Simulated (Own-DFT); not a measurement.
# Strain and stress in wurtzite AlN, 72 atoms (Al36N36)

These are calculations, not measurements. The program, named Own-DFT, is a retired in-house plane-wave density functional code that no person has reviewed. Each row is one single-point run on a periodic cell that was not relaxed, without spin or spin-orbit coupling.

Settings of every run: PBE; PseudoDojo norm-conserving scalar-relativistic files; cutoff 42 hartree; 4 x 4 x 3 k mesh centred on Gamma; Gaussian smearing of 0.01 eV.

Known limits: k mesh not checked against a denser one; stress not checked against mesh or cutoff.

Unstrained cell vectors in Å: (9.336, 0.000, 0.000); (-4.668, 8.085, 0.000); (0.000, 0.000, 9.964). The unstrained cell has measured lattice constants (interpolated for alloys), not those of this functional. That, the random moves and any unrelaxed bonds set the pressure at no strain. Each run strains this cell uniformly, with the atoms carried along. Every atom was also moved at random, by a Gaussian of width 0.05 Å on each axis. Strain is the symmetric tensor, in per cent. Stress is positive in tension, and the pressure is minus a third of its trace.

```
run,e_xx (%),e_yy (%),e_zz (%),e_yz (%),e_xz (%),e_xy (%),s_xx (GPa),s_yy (GPa),s_zz (GPa),s_yz (GPa),s_xz (GPa),s_xy (GPa),P (GPa),E (meV/atom)
1,1.34,0.59,-1.65,1.89,-0.67,-0.08,-0.40,-3.88,-11.85,5.93,-1.71,-0.62,5.38,25.7
2,0.50,-1.62,0.99,-1.94,-1.02,-0.62,-5.45,-11.93,-1.82,-4.93,-3.40,-2.08,6.40,21.6
3,1.79,1.22,1.34,1.04,1.46,1.79,2.84,1.99,3.56,2.08,3.40,5.42,-2.80,21.2
4,-1.10,-1.36,1.91,0.02,-1.15,0.97,-10.97,-10.39,0.79,-0.38,-2.30,0.32,6.85,7.1
5,-1.55,-1.68,1.66,0.71,1.82,-0.46,-17.26,-12.69,-0.36,2.43,5.62,-3.81,10.10,39.4
6,1.07,0.13,0.31,0.92,1.13,-1.02,-0.32,-2.29,-4.02,1.93,2.79,-3.43,2.21,0.0
7,1.29,-1.84,1.16,-1.80,0.73,-0.47,-4.26,-13.18,1.99,-4.62,1.91,-2.96,5.15,22.6
8,0.92,-1.31,-0.33,-0.16,-1.98,0.92,-1.80,-12.04,-9.08,0.23,-5.47,2.54,7.64,19.0
9,-1.26,1.82,-1.40,1.29,-1.11,-0.19,-9.88,0.82,-12.79,2.66,-1.94,-1.37,7.28,17.7
10,0.87,0.76,-1.55,-1.74,1.85,1.05,-5.05,-1.45,-10.45,-4.40,4.92,2.23,5.65,30.8
11,1.10,-0.88,0.47,-0.58,1.51,-1.06,-2.03,-8.72,-2.28,-1.38,4.01,-4.47,4.34,9.1
12,1.46,-0.82,-0.03,0.52,1.50,-1.37,-1.85,-6.93,-4.82,0.89,2.97,-4.92,4.53,18.6
13,-0.93,-1.84,1.11,0.50,1.00,-1.97,-9.85,-16.30,-2.94,1.26,2.29,-5.38,9.70,32.0
14,-0.93,1.95,-1.27,-1.11,-1.12,-1.66,-11.39,1.23,-9.81,-2.74,-3.28,-6.86,6.65,30.1
15,-0.80,1.62,0.64,-0.24,-1.51,-0.62,-5.64,1.38,-4.08,-0.56,-2.94,-1.43,2.78,16.2
16,1.89,-1.54,-1.98,-1.28,-1.30,-0.17,-0.84,-11.52,-14.28,-3.22,-2.87,0.59,8.88,21.6
17,-0.95,-1.47,0.32,0.73,-0.61,1.61,-13.23,-16.36,-4.49,2.15,-1.39,5.86,11.36,42.3
18,-0.84,1.63,-0.61,-1.72,-1.85,-0.95,?,?,?,?,?,?,?,?
```

E is the free energy for each atom above the lowest run shown.

## Worked fit

Each stress component was fitted by least squares to a constant and the strains of the runs shown, as fractions, with shears doubled. Shear strains stay in the fit of a normal stress only where such slopes are resolved. The slopes, in GPa:

```
stress  at no strain  per e_xx  per e_yy  per e_zz  scatter
  s_xx          -6.6  442 ± 40  116 ± 37   63 ± 43     1.84
  s_yy          -5.8  113 ± 30  480 ± 28   77 ± 32     1.38
  s_zz          -5.6  102 ± 26   57 ± 25  463 ± 29     1.21
```

Each shear stress against twice its own strain: yz 130 ± 6, xz 130 ± 6, xy 152 ± 14 GPa. These are stiffnesses along x, y and z of the frame in which the cell vectors are given, which need not be the crystal's axes. The atoms are held to the strained lattice; where symmetry lets them move under strain, relaxing them would lower some slopes. The table should be nearly symmetric about its diagonal, and what it lacks of that shows the noise. A ninth of its sum, 213 ± 7 GPa, estimates the bulk modulus near the mean pressure of these runs, 6.0 GPa, so it lies above the value at zero pressure.

## Withheld run

Question: what normal stresses and pressure should run 18 give?

The fit gives s_xx = -8.8, s_yy = 0.6, s_zz = -8.4 and P = 5.5 GPa. The calculation gave -7.38, -0.01, -7.06 and P = 4.82 GPa.
